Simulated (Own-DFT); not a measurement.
# Computed records: SiC (4H silicon carbide, strained, atoms displaced)

A calculation, not a measurement: plane-wave PBE density functional theory by an unreviewed code, no spin, of a simulated periodic cell, stress positive in tension, free energy of the whole cell less one offset for each atom, forces on such cells passed a denser k mesh, this cell's mesh not checked; offsets are fitted by least squares, one for each functional and potential file, so energies compare only between cells with the same atoms and settings and are not formation energies; the far tail of each file's local potential was reset to the Coulomb form; each entry is a single point on an unrelaxed cell, so the pressure reflects the starting lattice, mostly measured values (interpolated for alloys), from which strain is counted, and rises with the displacements; printed positions are rounded, which can move forces by about a meV/angstrom; the program, named Own-DFT, is a retired in-house code; no spin-orbit coupling. Program: Own-DFT development build.

Common to all runs: functional PBE; potential files PseudoDojo norm-conserving, scalar-relativistic, standard set; wave cutoff 42 hartree; occupations Fermi-Dirac; smearing width 0.1 eV; hardware one NVIDIA H100; k mesh 5 x 5 x 3 centred on Gamma.

(1) 
```xyz
32
Lattice="6.2316 0.1093 0.0986 -3.0212 5.3734 -0.0387 0.1611 0.0200 10.1259" Properties=species:S:1:pos:R:3:force_x:R:1:force_y:R:1:force_z:R:1 formula=SiC free_energy_of_cell_above_offsets=-2.508 pressure=-1.77 stress_xx=4.58 stress_yy=5.73 stress_zz=-5 stress_yz=0.72 stress_xz=5.06 stress_xy=6.86 wall_time=131.5
Si    -2.8855     5.3826     4.0487     -1.649     -0.017      1.329
Si     0.0783     1.8503     1.5879      0.095     -1.243     -0.604
C      0.0493     0.0129     0.9039     -0.061     -0.431      3.366
C     -0.0002     1.7464     3.5066      2.226      1.643     -0.656
Si    -1.3901     2.7560     4.1197     -1.745     -1.451       0.14
Si    -1.3877     4.4359     1.5908     -1.114      0.621     -1.097
C     -1.4571     2.6609     0.8582     -0.753     -0.267      2.686
C     -1.3935     4.4989     3.5106      1.312      0.264     -1.149
Si     3.1957     0.0946     4.2106       0.08      0.378      -2.35
Si     3.1584     1.7479     1.5849      0.153      1.859      0.093
C      0.1055     5.3720     0.8658       0.78     -0.318      2.326
C      3.1939     1.9414     3.5132      0.731     -1.172      0.028
Si     1.7052     2.8228     4.1807     -0.801     -1.646      -1.59
Si     1.6915     4.5274     1.6925      0.302     -0.309     -3.308
C      1.6198     2.6867     0.8538      0.427      0.658      2.828
C      1.7089     4.5222     3.4948      0.145      1.305      1.311
Si    -2.8475     5.3902     9.2246      -0.26     -0.121     -2.892
Si     3.2624     3.6603     6.6671      0.441      2.525      1.816
C      0.1666     0.0859     6.0359     -1.205     -1.123     -1.116
C      3.2837     3.7298     8.6404      0.536     -0.869     -0.767
Si     4.8454     2.7913     9.3085      0.082      0.419     -2.643
Si     4.7490     0.9459     6.7133      0.504      0.148     -0.601
C      4.7315     2.7827     6.1218      2.014     -0.749     -0.657
C      4.8971     0.9918     8.5840     -1.241      0.221      1.151
Si     0.3013     5.4198     9.1626     -0.771      1.067     -1.165
Si     0.1261     3.5069     6.7027     -0.206       2.29     -1.189
C      0.1942     5.3899     5.9267     -0.324      0.137      3.545
C      0.1471     3.6941     8.5524        0.7     -1.902      -0.02
Si     1.7715     2.7692     9.1542     -0.947     -0.425     -0.276
Si     1.6462     1.0535     6.6849      1.229     -2.418     -0.745
C      1.7848     2.7955     5.9956     -1.892     -0.349      1.382
C      1.6761     0.9050     8.5348      1.214      1.277      0.822
```

Units: free_energy_of_cell_above_offsets in eV; pressure, stress_xx, stress_yy, stress_zz, stress_yz, stress_xz, stress_xy in GPa; wall_time in s; force_x, force_y, force_z in eV/Å.

(2) 
```xyz
32
Lattice="6.2572 0.0434 -0.0307 -3.0910 5.3280 0.0820 -0.0501 0.1258 9.8889" Properties=species:S:1:pos:R:3:force_x:R:1:force_y:R:1:force_z:R:1 formula=SiC free_energy_of_cell_above_offsets=-1.901 pressure=5.95 stress_xx=2.76 stress_yy=-3.85 stress_zz=-16.75 stress_yz=3.1 stress_xz=-2.75 stress_xy=2.67 wall_time=133
Si    -3.0841     5.3679     4.0633     -0.091      0.179      1.734
Si     0.0171     1.7617     1.6213      0.443      2.828     -0.558
C     -0.0424     0.0902     0.9556      0.119     -1.187     -1.034
C      0.0417     1.8218     3.4478     -1.159      0.155      0.491
Si     4.5707     2.7038     4.0976      3.898      1.535     -2.544
Si    -1.6346     4.5573     1.5704      2.483     -2.434      0.773
C      4.7448     2.6288     0.9437     -1.258      1.774      1.419
C     -1.5229     4.5024     3.4772     -1.299     -0.939     -0.841
Si     0.0011     5.3309     4.0318      1.018      0.482      2.223
Si     3.1379     1.7962     1.6224     -0.085      1.823     -1.512
C      3.0698     0.1258     0.8916      0.306     -1.707      1.757
C      3.1844     1.8298     3.4814     -2.551     -0.986     -0.946
Si     1.5501     2.7611     4.0329      0.359     -2.514      0.702
Si     1.6426     4.5296     1.5902     -2.142     -1.139     -0.798
C      1.5644     2.7409     0.9019      0.537     -0.706      1.592
C      1.6245     4.4143     3.4487     -0.217      3.141     -0.616
Si    -0.0480     0.1608     8.9689     -0.261     -1.228     -1.693
Si     3.1243     3.5840     6.4566      0.964      2.683      1.226
C      6.1838     0.1388     5.9022      2.179     -0.752     -1.884
C      3.1944     3.7239     8.2809     -1.022     -0.771      2.676
Si     4.6707     2.7550     9.0285     -0.271      0.825     -2.202
Si     4.7517     1.0155     6.4651      -2.86      0.387      0.195
C     -1.5521     2.8270     5.8502      0.619     -1.576       2.73
C      4.5871     0.9717     8.3150      1.252      1.037       1.02
Si     3.0122     0.1393     8.9902      2.017     -0.319     -1.423
Si     0.0411     3.6858     6.5511     -1.016     -0.202      0.174
C      0.0022     5.4029     6.0214      0.354      1.872     -2.159
C     -0.0166     3.7306     8.4119     -0.475     -2.129      0.429
Si     1.4901     2.7118     8.9459      1.528      3.383      0.297
Si     1.5255     1.0496     6.5325      0.354     -1.632     -2.134
C      1.5870     2.8252     5.9029      -1.16     -1.308     -0.421
C      1.6022     1.0356     8.3194     -2.564     -0.575      1.326
```

Units: free_energy_of_cell_above_offsets in eV; pressure, stress_xx, stress_yy, stress_zz, stress_yz, stress_xz, stress_xy in GPa; wall_time in s; force_x, force_y, force_z in eV/Å.

(3) 
```xyz
32
Lattice="6.1772 0.0081 0.0069 -3.0816 5.3847 -0.0281 0.0112 -0.0465 10.1543" Properties=species:S:1:pos:R:3:force_x:R:1:force_y:R:1:force_z:R:1 formula=SiC free_energy_of_cell_above_offsets=-3.293 pressure=0.69 stress_xx=-3.51 stress_yy=2.31 stress_zz=-0.88 stress_yz=-0.82 stress_xz=-0.54 stress_xy=0.8 wall_time=124.6
Si     6.1463     0.0166     4.1502      0.239      -0.08     -0.344
Si     0.0307     1.7455     1.5674     -1.044      2.555       0.34
C      0.0677     0.0323     0.9773      -1.65     -0.447     -1.391
C      0.0224     1.7800     3.4660     -1.377     -0.008      0.758
Si    -1.5445     2.7374     4.2055     -0.505     -1.518     -3.381
Si    -1.5691     4.5595     1.5761       2.43     -2.229     -0.402
C      4.6131     2.7146     0.9626      0.432     -0.168     -0.396
C     -1.5645     4.4997     3.4628     -0.022     -0.236      1.256
Si    -0.0198     5.3383     4.1499      0.462      1.203     -2.912
Si     3.1098     1.8154     1.6349     -0.177     -0.702     -3.168
C      0.0535     5.3121     0.8891     -0.538       1.98      0.469
C      3.0450     1.7660     3.3828      0.778      0.082      4.515
Si     1.5134     2.6419     4.1135      1.041      0.347     -1.069
Si     1.6126     4.4856     1.5393     -1.164      0.179      0.945
C      1.5189     2.7295     0.9515      1.072     -1.237     -0.359
C      1.5468     4.4624     3.5097     -0.119      0.031     -0.196
Si     3.0591     5.3361     9.1716      1.869     -0.221      0.448
Si     3.1536     3.5953     6.5995     -2.107     -0.517      1.466
C      0.0438     0.0168     6.0629     -1.597     -1.263     -0.994
C      3.0853     3.5381     8.6306     -0.207      0.387     -2.079
Si     4.6120     2.6663     9.1563      0.821     -0.579       1.83
Si     4.5980     0.8534     6.6595      1.128     -0.355      0.562
C      4.6204     2.6067     6.0498      0.313      1.233     -0.122
C      4.6438     0.7924     8.5569     -0.037      1.825     -0.561
Si     3.1062     0.0171     9.1580      0.431     -2.633       1.94
Si    -0.0012     3.5400     6.5653      0.362      0.601      2.092
C      3.0922     0.0585     5.9739     -0.527     -1.928      1.374
C      0.0044     3.5332     8.6367     -0.026      0.379     -2.499
Si     1.5486     2.6657     9.1937       -0.2     -1.211      0.391
Si     1.5251     0.8453     6.6530      1.089      0.969      0.532
C      1.4954     2.6054     5.9724      1.332       1.08      0.751
C      1.6183     0.7377     8.5222     -2.501      2.477      0.206
```

Units: free_energy_of_cell_above_offsets in eV; pressure, stress_xx, stress_yy, stress_zz, stress_yz, stress_xz, stress_xy in GPa; wall_time in s; force_x, force_y, force_z in eV/Å.

(4) 
```xyz
32
Lattice="6.1105 0.0123 -0.0496 -3.0446 5.3190 -0.0215 -0.0810 -0.0874 9.9913" Properties=species:S:1:pos:R:3:force_x:R:1:force_y:R:1:force_z:R:1 formula=SiC free_energy_of_cell_above_offsets=-2.962 pressure=9.35 stress_xx=-9.19 stress_yy=-9.22 stress_zz=-9.65 stress_yz=-3.35 stress_xz=-2.13 stress_xy=1.42 wall_time=116.5
Si     6.0336     0.0219     3.9957      0.256     -1.564     -0.072
Si     0.0334     1.7375     1.5680     -0.997     -0.843     -1.415
C      3.0950     5.2298     0.8506      -0.87      1.591     -0.255
C     -0.0566     1.7580     3.3969     -0.044     -0.551        1.1
Si     4.4980     2.6328     3.9622      1.015      0.043      0.704
Si    -1.4501     4.4827     1.4802     -2.024     -2.994      1.584
C     -1.4863     2.6135     0.9126     -0.352      0.386       0.41
C     -1.5277     4.3447     3.4067     -1.529      1.598     -0.533
Si    -0.0395     5.2693     3.9647     -0.645      0.483      2.054
Si     3.0859     1.6938     1.5082     -0.306      2.572     -0.088
C      0.0240     5.3008     0.9439      1.093      0.104     -1.944
C      3.0327     1.7349     3.3678     -1.039      -0.24      0.515
Si     1.4667     2.6364     3.9904      0.305     -0.235      0.413
Si     1.5330     4.4288     1.5423      0.923     -1.479     -1.602
C      1.5021     2.5972     0.9540      1.353      1.219     -1.255
C      1.3837     4.3734     3.3101      2.489       0.45      2.239
Si     2.9685     5.1840     8.9009      0.055      3.888      1.731
Si     2.9848     3.4250     6.4551      0.518      1.976      1.486
C      2.9396     5.2358     5.8698       1.62      0.518     -0.467
C      3.0379     3.5163     8.4328     -1.658     -1.983     -2.366
Si     4.4646     2.6031     9.0106      1.934     -0.882      0.262
Si     4.5681     0.8902     6.5125     -1.835     -1.432     -0.798
C      4.4944     2.6070     5.8782      1.514      0.413     -0.624
C      4.4769     0.8573     8.3157      0.291     -0.662      2.281
Si    -0.0741     5.2039     9.0441     -0.246      3.899     -0.549
Si    -0.0240     3.4696     6.5824     -1.371      2.001     -1.024
C      3.0323    -0.0419     5.9248      -0.91      0.032     -0.449
C     -0.0547     3.5732     8.4513     -1.137     -2.746     -0.961
Si     1.4298     2.6929     9.0048       0.79     -2.157      1.666
Si     1.4336     0.8986     6.5825      0.878     -2.662     -1.011
C      1.4639     2.6123     5.9521     -0.514     -0.324     -1.707
C      1.4093     0.8746     8.4242      0.444      -0.42      0.675
```

Units: free_energy_of_cell_above_offsets in eV; pressure, stress_xx, stress_yy, stress_zz, stress_yz, stress_xz, stress_xy in GPa; wall_time in s; force_x, force_y, force_z in eV/Å.

(5) 
```xyz
32
Lattice="6.0707 -0.0909 -0.0146 -3.1141 5.3149 0.0983 -0.0239 0.1716 9.9781" Properties=species:S:1:pos:R:3:force_x:R:1:force_y:R:1:force_z:R:1 formula=SiC free_energy_of_cell_above_offsets=-0.397 pressure=16.06 stress_xx=-20.33 stress_yy=-15.46 stress_zz=-12.4 stress_yz=7.38 stress_xz=0.86 stress_xy=-12.7 wall_time=122.8
Si     6.0028    -0.0139     4.0198      1.152     -1.476      0.932
Si    -0.0057     1.8060     1.6116     -0.509     -2.205     -0.089
C      2.9686     5.2040     1.0836      0.252      1.287     -2.168
C     -0.1345     1.7407     3.4259      0.264       2.43      1.158
Si     4.4344     2.6998     4.0558      1.347     -1.394      0.794
Si    -1.6358     4.3360     1.5959      1.234      1.966      0.073
C     -1.4930     2.6396     1.0426     -1.599     -0.824     -1.789
C     -1.6574     4.4673     3.4394      0.884      1.343      0.943
Si     3.0390     0.0245     3.9377     -0.433     -0.029      2.064
Si     2.9969     1.6645     1.6010       0.06      0.561     -0.528
C     -0.0818     5.2418     0.9761      0.368     -0.108      1.855
C      2.9525     1.8578     3.4878     -0.319     -2.186      -0.98
Si     1.3933     2.6514     4.0530     -0.059     -0.105      1.886
Si     1.5100     4.4016     1.6951     -1.939     -1.117     -2.032
C      1.4625     2.5788     1.0231      1.767       1.58     -0.718
C      1.4646     4.3744     3.4897     -1.704       1.03       0.52
Si    -0.0197     0.2051     9.0047     -1.136     -1.919      1.663
Si     2.9766     3.5621     6.6304      0.456     -1.143     -0.024
C     -3.0559     5.3093     6.0172     -2.002      2.345     -0.525
C      2.8429     3.6012     8.4703      4.828      1.839      0.069
Si    -1.4468     2.8196     9.0970     -4.083     -0.589      1.048
Si     4.5051     0.8773     6.6697      1.442      0.602     -2.622
C     -1.5007     2.7681     5.9344     -4.104      -2.55     -0.159
C      4.3861     0.9129     8.4732      7.562      4.301     -1.661
Si     3.0727     0.1780     9.0332     -6.945     -3.936      1.781
Si    -0.1957     3.6098     6.5737      5.099      1.683      1.664
C     -0.0421     5.3661     6.0884     -1.922      0.299     -2.406
C     -0.0918     3.6861     8.4571      1.608      0.663     -0.022
Si     1.4844     2.7928     9.1095     -2.908     -1.256      0.669
Si     1.4533     0.9429     6.4849      1.924      1.889      1.621
C      1.4676     2.8325     5.9931     -1.712     -2.807     -1.529
C      1.4515     1.0461     8.4793      1.128     -0.172      -1.49
```

Units: free_energy_of_cell_above_offsets in eV; pressure, stress_xx, stress_yy, stress_zz, stress_yz, stress_xz, stress_xy in GPa; wall_time in s; force_x, force_y, force_z in eV/Å.
